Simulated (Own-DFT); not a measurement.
# Which defects push the lattice out? monoclinic HfO2

Everything here is calculated. The program is Own-DFT (plane waves, in-house, since retired, never reviewed by a person); positions were held fixed, and spin and spin-orbit coupling were off.

All runs used: PBE; PseudoDojo norm-conserving scalar-relativistic files; cutoff 72 hartree; 2 x 2 x 2 k mesh centred on Gamma; Fermi-Dirac smearing of 0.1 eV.

Limits (not all hold for every row): not probed for a lower state with spin; hafnium file: forces about 75 meV/angstrom off all-electron values; oxygen file: force components 24 meV/angstrom off all-electron in a glass; forces on such cells passed a denser k mesh, each cell not checked; stress not checked against mesh or cutoff.

All runs share one cell, with vectors in Å (10.234, 0.000, 0.000); (0.000, 10.350, 0.000); (-1.696, 0.000, 10.445) and a volume of 1106.4 Å³. u is the rms random offset of the atoms per axis. The defect's site can differ from row to row.

```
cell,formula,u (Å),P (GPa)
no defect,Hf32O64,0.0191,3.85
no defect,Hf32O64,0.0487,5.57
no defect,Hf32O64,0.0493,5.44
two Al on a Hf site each and one O vacancy,Al2Hf30O63,0.0292,?
two Al on a Hf site each and one O vacancy,Al2Hf30O63,0.0292,2.05
two Al on a Hf site each and one O vacancy,Al2Hf30O63,0.0494,2.72
two Al on a Hf site each and one O vacancy,Al2Hf30O63,0.0497,3.66
one O vacancy,Hf32O63,0.0298,4.07
one O vacancy,Hf32O63,0.0321,4.01
one O vacancy,Hf32O63,0.0505,5.73
two O vacancies,Hf32O62,0.0288,3.85
two O vacancies,Hf32O62,0.0316,3.64
two O vacancies,Hf32O62,0.0509,5.40
one Si on a Hf site,Hf31O64Si,0.0290,2.83
one Si on a Hf site,Hf31O64Si,0.0467,4.27
one Si on a Hf site,Hf31O64Si,0.0525,4.21
```

## Analysis

P = P0 + c u² + a shift for each defect gives P0 = 3.47 GPa, c = 862 ± 95 GPa/Å² and a scatter of 0.30 GPa. The shifts, and each times the cell's volume:

- one O vacancy: -0.15 ± 0.25 GPa, -1.0 eV (not resolved)
- two O vacancies: -0.44 ± 0.25 GPa, -3.0 eV (-1.5 eV for each of its 2 sites) (not resolved)
- one Si on a Hf site: -1.36 ± 0.25 GPa, -9.4 eV
- two Al on a Hf site each and one O vacancy: -2.32 ± 0.25 GPa, -16.0 eV

A positive shift means that the defect pushes the cell outwards. Shift times volume (160.2 GPa Å³ is 1 eV) depends little on the cell's size, so, taken for each site, it can be compared between cells at like pressure. The atoms around the defects weren't relaxed, which would change these numbers.

## Test on the hidden row

Asked: what pressure belongs in the blank (two Al on a Hf site each and one O vacancy, u = 0.0292 Å)?

The fitted form gives 1.88 ± 0.36 GPa. Computed: 1.81 GPa.
